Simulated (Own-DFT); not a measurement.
Hf₃₆O₇₁ (tetragonal hafnia with one neutral oxygen vacancy, atoms displaced) (calculated)

A calculation, not a measurement: plane-wave PBE and HSE06 DFT by an unreviewed code, no spin, of a simulated cell at Gamma alone, so results move with cell size and shape, stress positive in tension, energies less offsets, not probed for a lower state with spin; hafnium file: forces about 75 meV/angstrom off all-electron values; oxygen file: force components 24 meV/angstrom off all-electron in a glass; k mesh not checked against a denser one; forces and stress are PBE's, HSE06 gives the energy alone, and its difference from PBE has offsets of its own; offsets are fitted by least squares, one for each functional and potential file, so energies compare only between cells with the same atoms and settings and are not formation energies; the far tail of each file's local potential was reset to the Coulomb form; each entry is a single point on an unrelaxed cell, so the pressure reflects the starting lattice, taken from the Materials Project, from which strain is counted, and rises with the displacements; printed positions are rounded, which can move forces by about a meV/angstrom; the program is a retired in-house code; no spin-orbit coupling. Program: Own-DFT development build.

Settings shared by all entries: first functional PBE; second functional HSE06; exact exchange share 0.25; screening 0.11 1/bohr; exchange divergence Gygi-Baldereschi; potential files PseudoDojo norm-conserving, scalar-relativistic, made for PBE, standard set; wave cutoff 48 hartree; occupations fixed; k mesh 1 x 1 x 1 centred on Gamma.

(1) Hf₃₆O₇₁ (tetragonal hafnia with one neutral oxygen vacancy, atoms displaced)

```
Hf36O71
1.0
     10.7800     0.0000     0.0000
      0.0000    10.7800     0.0000
      0.0000     0.0000    10.4493
Hf O Hf O Hf O Hf O Hf O Hf O Hf O Hf O Hf O Hf O Hf O Hf O Hf O Hf O Hf O Hf O Hf O Hf O
2 4 2 4 2 4 2 4 2 4 2 4 2 4 2 4 2 4 2 4 2 4 2 4 2 4 2 4 2 4 2 4 2 3 2 4
Direct
  0.00019 0.00274 0.99913
  0.16711 0.17053 0.24761
  0.99769 0.16475 0.15422
  0.16802 0.99926 0.34769
  0.00043 0.16391 0.40410
  0.17217 0.00572 0.10078
  0.00131 0.99494 0.50069
  0.16245 0.17287 0.74915
  0.00636 0.16755 0.65376
  0.16518 0.00106 0.85214
  0.00406 0.16505 0.90791
  0.16622 0.00492 0.59583
  0.99956 0.33096 0.99991
  0.16343 0.50056 0.25279
  0.99571 0.49767 0.15384
  0.16815 0.33558 0.34517
  0.99776 0.50059 0.40394
  0.16378 0.33419 0.09903
  0.99980 0.33670 0.50321
  0.16792 0.49848 0.75172
  0.99478 0.49842 0.64938
  0.16243 0.33310 0.84621
  0.99484 0.49909 0.90439
  0.16455 0.33167 0.59334
  0.00001 0.66502 0.99865
  0.16814 0.83523 0.24715
  0.00005 0.83310 0.15357
  0.17236 0.66226 0.34677
  0.00392 0.83660 0.40314
  0.16750 0.66806 0.09743
  0.00358 0.67003 0.49955
  0.16679 0.82882 0.75148
  0.00311 0.83005 0.65340
  0.16558 0.66365 0.84660
  0.99772 0.83771 0.90136
  0.16370 0.66980 0.60206
  0.33550 0.99996 0.99779
  0.49674 0.16857 0.25230
  0.33175 0.17280 0.15014
  0.50386 0.99509 0.34589
  0.33304 0.16310 0.40060
  0.49628 0.99656 0.09970
  0.32617 0.99567 0.50058
  0.49614 0.16590 0.74891
  0.33014 0.16250 0.64725
  0.49609 0.00106 0.84880
  0.33038 0.16722 0.90121
  0.49962 0.00075 0.59504
  0.33103 0.33199 0.99836
  0.49959 0.50069 0.24566
  0.33028 0.50126 0.15179
  0.50235 0.33359 0.34511
  0.32997 0.49392 0.40268
  0.50199 0.33266 0.10219
  0.33203 0.33074 0.49903
  0.49630 0.50107 0.74510
  0.33655 0.49810 0.65928
  0.49945 0.33219 0.84344
  0.33673 0.50021 0.90321
  0.49991 0.33001 0.59372
  0.33412 0.66401 0.99637
  0.50032 0.83654 0.24917
  0.33210 0.83571 0.15181
  0.49809 0.66913 0.34281
  0.33454 0.83201 0.40059
  0.50389 0.66580 0.10038
  0.32926 0.67073 0.49777
  0.49807 0.83572 0.75158
  0.33653 0.83063 0.65073
  0.50045 0.66550 0.84756
  0.33671 0.83783 0.90190
  0.50101 0.66724 0.59669
  0.66606 0.99948 0.00222
  0.83548 0.16764 0.25434
  0.67116 0.16397 0.14964
  0.83484 0.99552 0.35354
  0.66981 0.16580 0.40508
  0.83286 0.00246 0.09806
  0.66618 0.99829 0.50357
  0.83448 0.16468 0.74685
  0.67006 0.16347 0.65712
  0.82855 0.00307 0.84913
  0.66754 0.16757 0.90434
  0.83396 0.99776 0.60060
  0.66937 0.33579 0.00260
  0.83623 0.49373 0.25032
  0.66335 0.49915 0.14821
  0.83441 0.33542 0.34606
  0.67064 0.50071 0.39973
  0.83340 0.33029 0.09451
  0.66981 0.32857 0.50187
  0.82678 0.49949 0.75137
  0.66568 0.50892 0.65518
  0.83029 0.33691 0.84941
  0.66719 0.50179 0.90465
  0.83468 0.32702 0.59490
  0.66552 0.66668 0.99968
  0.82846 0.83356 0.25077
  0.67429 0.83473 0.14807
  0.83214 0.66690 0.34350
  0.83410 0.66820 0.10263
  0.67040 0.66695 0.49823
  0.83486 0.82843 0.74612
  0.66410 0.83581 0.65214
  0.83236 0.66512 0.84788
  0.66727 0.83666 0.90570
  0.82994 0.66737 0.59721
```

The calculation gives: PBE energy of cell above offsets -100.828 eV; HSE06 less PBE above offsets -0.138 eV; PBE pressure 1.02 GPa; PBE stress xx -0.54 GPa; PBE stress yy -0.79 GPa; PBE stress zz -1.73 GPa; PBE stress yz -0.4 GPa; PBE stress xz -0.48 GPa; PBE stress xy -0.07 GPa.

Force:
| element | x (eV/Å) | y (eV/Å) | z (eV/Å) |
| --- | --- | --- | --- |
| Hf | 0.044 | -0.819 | 0.975 |
| Hf | -0.257 | -0.909 | 0.189 |
| O | 0.477 | 0.316 | 0.047 |
| O | 0.167 | 0.165 | 0.028 |
| O | -0.106 | 0.547 | 0.231 |
| O | -0.799 | -0.21 | -0.23 |
| Hf | -0.526 | 1.187 | -0.355 |
| Hf | 1.32 | -1.934 | 0.321 |
| O | -1.574 | 0.078 | -0.063 |
| O | 0.068 | -0.347 | -1.051 |
| O | -0.215 | 0.857 | -0.906 |
| O | -0.211 | -0.872 | 0.528 |
| Hf | -0.447 | 0.391 | 0.243 |
| Hf | 0.535 | -0.336 | -0.815 |
| O | 1.073 | 0.072 | -0.23 |
| O | -0.299 | -0.471 | 0.36 |
| O | 0.246 | 0.35 | -0.192 |
| O | 0.208 | -0.101 | -0.504 |
| Hf | -0.103 | -0.61 | -0.797 |
| Hf | -0.899 | 0.018 | -0.582 |
| O | 0.836 | -0.017 | 0.579 |
| O | 0.274 | 0.896 | 0.356 |
| O | 0.646 | 0.036 | -0.144 |
| O | 0.679 | 0.447 | 0.779 |
| Hf | -0.827 | 0.771 | 0.897 |
| Hf | -0.476 | 0.128 | -0.303 |
| O | 0.424 | 0.165 | 0.034 |
| O | -0.414 | 1.1 | 0.701 |
| O | 0.332 | -1.366 | 0.086 |
| O | -0.23 | -0.209 | -0.505 |
| Hf | -1.22 | -0.312 | -0.163 |
| Hf | 0.163 | 1.365 | 0.51 |
| O | -0.256 | 0.069 | -0.286 |
| O | 0.208 | 0.19 | 0.342 |
| O | 0.154 | -1.126 | -0.175 |
| O | 0.773 | -0.365 | -0.347 |
| Hf | -0.608 | 0.309 | 0.406 |
| Hf | 0.697 | -0.127 | -0.731 |
| O | 0.532 | 0.157 | 0.175 |
| O | 0.414 | 0.878 | 0.434 |
| O | 0.244 | 0.289 | -0.145 |
| O | 0.511 | 0.235 | -0.105 |
| Hf | 0.906 | 0.827 | -0.223 |
| Hf | 0.413 | 0.104 | 0.054 |
| O | 0.096 | 0.486 | 0.623 |
| O | 0.117 | 0.206 | -0.225 |
| O | 0.199 | 0.427 | -0.147 |
| O | -0.417 | 0.062 | 0.206 |
| Hf | 0.939 | -0.263 | 0.936 |
| Hf | 0.109 | 0.013 | 0.305 |
| O | 0.14 | 0.026 | -0.099 |
| O | -0.116 | -0.137 | 0.387 |
| O | 0.244 | 1.05 | 0.578 |
| O | -0.757 | -0.056 | -0.864 |
| Hf | 0.428 | -0.39 | -0.485 |
| Hf | 1.59 | -0.003 | 1.116 |
| O | -1.919 | -0.043 | -1.073 |
| O | -0.291 | 0.285 | 0.108 |
| O | -0.54 | -0.348 | -0.241 |
| O | 0.249 | 0.057 | 0.174 |
| Hf | 0.514 | 0.641 | 1.218 |
| Hf | 0.292 | -0.622 | -0.621 |
| O | 0.156 | -0.344 | -0.113 |
| O | 0.172 | -0.263 | 0.521 |
| O | -0.365 | 0.074 | 0.083 |
| O | -1 | 0.169 | -0.736 |
| Hf | 1.324 | -0.805 | -0.14 |
| Hf | 0.704 | -0.341 | -0.047 |
| O | -1.144 | 0.087 | -0.056 |
| O | -0.262 | 0.418 | -0.007 |
| O | -0.364 | -1.453 | -0.334 |
| O | -0.578 | -0.178 | -0.522 |
| Hf | 0.667 | 1.005 | 0.065 |
| Hf | -0.504 | -1.222 | -0.482 |
| O | -0.922 | 0.173 | 1.146 |
| O | -0.511 | 0.534 | -0.259 |
| O | -0.065 | 0.043 | 0.011 |
| O | 0.432 | -0.113 | 0.008 |
| Hf | 0.174 | -0.736 | -0.518 |
| Hf | -0.354 | -0.045 | 1.117 |
| O | -0.799 | 0.274 | -0.494 |
| O | 0.536 | -0.555 | -0.531 |
| O | -0.299 | 0.079 | -0.04 |
| O | 0.49 | 0.09 | 0.011 |
| Hf | -0.628 | -0.669 | -0.466 |
| Hf | -1.509 | 1.789 | -0.386 |
| O | 0.953 | -0.17 | 0.433 |
| O | 0.109 | -0.919 | 0.561 |
| O | -0.221 | -0.473 | 0.678 |
| O | 0.391 | 0.262 | 0.725 |
| Hf | -0.787 | 0.716 | -0.787 |
| Hf | 0.522 | 0.127 | 0.375 |
| O | -0.052 | -0.851 | -0.478 |
| O | 0.327 | -0.924 | -0.559 |
| O | 0.023 | -0.228 | -0.399 |
| O | -0.315 | 0.171 | 0.472 |
| Hf | 0.731 | 0.15 | 0.428 |
| Hf | 1.045 | -0.133 | -0.322 |
| O | -1.828 | 0.108 | 0.799 |
| O | -0.056 | 0.056 | 0.784 |
| O | 0.095 | -0.331 | -1.206 |
| Hf | -0.9 | 0.183 | -0.623 |
| Hf | -0.649 | 1.041 | 0.861 |
| O | 0.371 | -0.031 | -0.062 |
| O | 0.168 | 0.342 | -0.138 |
| O | -0.254 | -0.821 | -0.663 |
| O | 1.221 | 0.503 | -0.027 |

(2) Hf₃₆O₇₁ (tetragonal hafnia with one neutral oxygen vacancy, atoms displaced)

```
Hf36O71
1.0
     10.7800     0.0000     0.0000
      0.0000    10.7800     0.0000
      0.0000     0.0000    10.4493
Hf O Hf O Hf O Hf O Hf O Hf O Hf O Hf O Hf O Hf O Hf O Hf O Hf O Hf O Hf O Hf O Hf O Hf O
2 3 2 4 2 4 2 4 2 4 2 4 2 4 2 4 2 4 2 4 2 4 2 4 2 4 2 4 2 4 2 4 2 4 2 4
Direct
  0.01071 0.99023 0.99447
  0.16736 0.16917 0.24570
  0.15729 0.00793 0.35582
  0.99904 0.17051 0.40398
  0.16635 0.00404 0.09439
  0.00414 0.00658 0.49732
  0.16293 0.17092 0.75771
  0.99623 0.16916 0.65187
  0.16413 0.99658 0.84375
  0.99944 0.16101 0.91135
  0.16635 0.00454 0.60491
  0.99814 0.33011 0.99418
  0.17012 0.50481 0.24749
  0.99567 0.50448 0.15061
  0.16285 0.32661 0.34733
  0.00421 0.50220 0.39704
  0.17488 0.32543 0.09475
  0.00099 0.33482 0.49640
  0.16330 0.50958 0.75553
  0.00145 0.49754 0.65158
  0.16467 0.33479 0.84769
  0.99710 0.49481 0.90536
  0.17275 0.33589 0.59699
  0.00954 0.67093 0.00361
  0.16895 0.83771 0.24959
  0.99934 0.82977 0.14719
  0.16694 0.65934 0.34523
  0.99029 0.83569 0.40684
  0.17046 0.66500 0.10350
  0.99335 0.66407 0.50457
  0.17308 0.84064 0.74617
  0.00675 0.84036 0.65278
  0.17140 0.66109 0.85627
  0.00544 0.83207 0.90986
  0.17492 0.66477 0.59659
  0.34170 0.99702 0.99924
  0.49737 0.16378 0.25854
  0.33479 0.16981 0.14960
  0.48966 0.99993 0.34192
  0.34104 0.16984 0.39735
  0.49582 0.01125 0.09871
  0.33314 0.99786 0.49958
  0.50242 0.17036 0.74512
  0.32770 0.16362 0.65435
  0.50427 0.00016 0.84616
  0.33395 0.16180 0.90537
  0.50241 0.99844 0.58864
  0.33459 0.33377 0.99126
  0.50625 0.49832 0.24406
  0.33006 0.50374 0.15709
  0.49128 0.33787 0.34481
  0.32816 0.50320 0.40585
  0.50262 0.32788 0.09136
  0.33070 0.32459 0.49744
  0.49687 0.50568 0.75400
  0.33503 0.50075 0.65887
  0.50208 0.33265 0.84648
  0.33070 0.50103 0.89995
  0.48670 0.33284 0.59850
  0.33290 0.66582 0.00834
  0.49365 0.83553 0.25912
  0.32716 0.84326 0.14785
  0.50402 0.66617 0.34775
  0.32686 0.82930 0.39504
  0.49349 0.66606 0.09814
  0.33911 0.66408 0.49530
  0.50351 0.82287 0.75205
  0.34023 0.83707 0.64990
  0.49680 0.66601 0.84989
  0.32878 0.83145 0.90336
  0.50601 0.66353 0.59949
  0.66753 0.00815 0.00080
  0.83304 0.15714 0.24304
  0.66519 0.16490 0.15631
  0.83948 0.00263 0.34923
  0.67272 0.16105 0.40129
  0.82904 0.00461 0.10324
  0.66272 0.99626 0.49928
  0.83548 0.17096 0.75478
  0.66342 0.16112 0.66009
  0.83388 0.00123 0.85128
  0.66199 0.16320 0.89542
  0.83743 0.00290 0.59361
  0.67044 0.33836 0.99909
  0.83124 0.49953 0.24944
  0.66362 0.50042 0.14924
  0.84376 0.33597 0.34260
  0.66242 0.49980 0.39653
  0.83219 0.33454 0.10049
  0.67090 0.32842 0.49402
  0.83417 0.49754 0.74957
  0.66347 0.50417 0.65095
  0.83869 0.33408 0.85601
  0.66673 0.49986 0.91080
  0.83492 0.32650 0.59530
  0.67346 0.65552 0.00389
  0.83172 0.83911 0.24892
  0.65864 0.83499 0.14871
  0.83912 0.67187 0.34660
  0.66643 0.83128 0.40525
  0.82546 0.66606 0.09867
  0.66915 0.66894 0.50055
  0.83516 0.83886 0.74583
  0.66174 0.82855 0.65318
  0.83555 0.65772 0.84947
  0.67214 0.83623 0.90034
  0.82727 0.66231 0.59634
```

The calculation gives: PBE energy of cell above offsets -97.547 eV; HSE06 less PBE above offsets 0.046 eV; PBE pressure 2.16 GPa; PBE stress xx -1.08 GPa; PBE stress yy -2.91 GPa; PBE stress zz -2.48 GPa; PBE stress yz -0.86 GPa; PBE stress xz -0.24 GPa; PBE stress xy 0 GPa.

Force:
| element | x (eV/Å) | y (eV/Å) | z (eV/Å) |
| --- | --- | --- | --- |
| Hf | -1.417 | 1.887 | 1.637 |
| Hf | -0.413 | 0.56 | -0.83 |
| O | 1.057 | -1.234 | -0.916 |
| O | -0.286 | -0.211 | -0.409 |
| O | 0.399 | -0.031 | 0.657 |
| Hf | -0.258 | -0.423 | 0.323 |
| Hf | 0.744 | -0.429 | -1.468 |
| O | 0.826 | 0.124 | 0.855 |
| O | -0.399 | 0.92 | 0.884 |
| O | 0.13 | 0.433 | -0.713 |
| O | 0.589 | -0.606 | -0.825 |
| Hf | 0.837 | 0.426 | 2.124 |
| Hf | -1.459 | -1.623 | 0.882 |
| O | 0.757 | 0.051 | -0.014 |
| O | 0.261 | 1.044 | -0.256 |
| O | -0.586 | 0.066 | 1.079 |
| O | -1.666 | 0.202 | -0.21 |
| Hf | 1.132 | 0.144 | -0.31 |
| Hf | 1.411 | -1.544 | -1.34 |
| O | -0.89 | 0.497 | -0.019 |
| O | -0.09 | 0.131 | 0.119 |
| O | 0.538 | 1.386 | -0.535 |
| O | -1.511 | -0.371 | 0.083 |
| Hf | -1.49 | -1.949 | 0.276 |
| Hf | -0.998 | -0.5 | 0.844 |
| O | 0.204 | 0.073 | 0.636 |
| O | -0.14 | 2.738 | 0.143 |
| O | 0.783 | -0.485 | -0.126 |
| O | -0.508 | 0.418 | 0.111 |
| Hf | 1.551 | 0.307 | -1.437 |
| Hf | 0.497 | -1.222 | -0.254 |
| O | -1.014 | -0.96 | 0.603 |
| O | -1.032 | 1.942 | 0.087 |
| O | -0.295 | -1.353 | -2.016 |
| O | -1.315 | 0.29 | 0.254 |
| Hf | -0.3 | 0.666 | -0.235 |
| Hf | -0.609 | 1.663 | -2.633 |
| O | 0.023 | -0.38 | 0.998 |
| O | 0.456 | -0.744 | 1.571 |
| O | -0.221 | -2.002 | 0.382 |
| O | 1.159 | -0.562 | 0.126 |
| Hf | -0.618 | 0.721 | 0.795 |
| Hf | -1.499 | -0.313 | 1.1 |
| O | 0.48 | -0.306 | -0.258 |
| O | -0.666 | -0.741 | -0.381 |
| O | -0.517 | 0.783 | -0.737 |
| O | -0.813 | 0.288 | 0.107 |
| Hf | 0.415 | -1.005 | 1.024 |
| Hf | -1.807 | 0.193 | 0.934 |
| O | 1.467 | -0.288 | -0.871 |
| O | 0.978 | -0.563 | 0.014 |
| O | 0.111 | -0.958 | -0.126 |
| O | -0.078 | 0.963 | 0.267 |
| Hf | -0.289 | 2.001 | 0.362 |
| Hf | -0.559 | -1.371 | -1.201 |
| O | -0.288 | 0.683 | 0.122 |
| O | -0.024 | 0.56 | -0.172 |
| O | 0.417 | 0.05 | 0.785 |
| O | 2.737 | -0.602 | -0.347 |
| Hf | 0.174 | -0.239 | -1.424 |
| Hf | 0.895 | -1.35 | -2.438 |
| O | 0.889 | -0.429 | 0.667 |
| O | -0.39 | 0.289 | 0.079 |
| O | 0.142 | 0.855 | 0.241 |
| O | 1.184 | -0.122 | 0.347 |
| Hf | -0.603 | -1.063 | 0.911 |
| Hf | -0.122 | 1.74 | 0.808 |
| O | -0.475 | 0.186 | -0.247 |
| O | 0.208 | -0.062 | 0.522 |
| O | 0.164 | -0.151 | -0.242 |
| O | -0.954 | 0.408 | -0.105 |
| Hf | -0.941 | -1.489 | -0.275 |
| Hf | 1.078 | 1.185 | 0.165 |
| O | 0.036 | 0.099 | -0.21 |
| O | -0.467 | -0.672 | -0.301 |
| O | -0.768 | 0.705 | 0.293 |
| O | 1.33 | -0.097 | -0.337 |
| Hf | 1.791 | 0.417 | 0.75 |
| Hf | -0.617 | -1.164 | -0.595 |
| O | 1.483 | 0.512 | -1.586 |
| O | 0.451 | -0.225 | -0.755 |
| O | 0.803 | 1.624 | 0.926 |
| O | -1.431 | -0.739 | 0.681 |
| Hf | -1.036 | -2.158 | 0.51 |
| Hf | 1.291 | 0.378 | 0.073 |
| O | 0.882 | -0.105 | -0.374 |
| O | -1.11 | -0.544 | 0.627 |
| O | 0.638 | -0.513 | 0.387 |
| O | 0.155 | -0.312 | -0.398 |
| Hf | -0.938 | 0.899 | 0.629 |
| Hf | -0.119 | 0.528 | -0.079 |
| O | 0.828 | -0.968 | 0.59 |
| O | -0.554 | -0.281 | -0.885 |
| O | 0.018 | -0.73 | -1.826 |
| O | -1.091 | 0.45 | 0.312 |
| Hf | -1.426 | 3.561 | -0.324 |
| Hf | -0.158 | -0.467 | -0.197 |
| O | 0.188 | 0.236 | 1.41 |
| O | -0.519 | -0.77 | 0.118 |
| O | -0.184 | 1.065 | -0.713 |
| O | 1.96 | 0.218 | 0.408 |
| Hf | -1.078 | -1.291 | -0.394 |
| Hf | -0.904 | -0.067 | 0.945 |
| O | 1.767 | 0.427 | -0.551 |
| O | 0.015 | 1.294 | -0.671 |
| O | 0.089 | -0.85 | 0.215 |
| O | 1.524 | 0.346 | 0.774 |
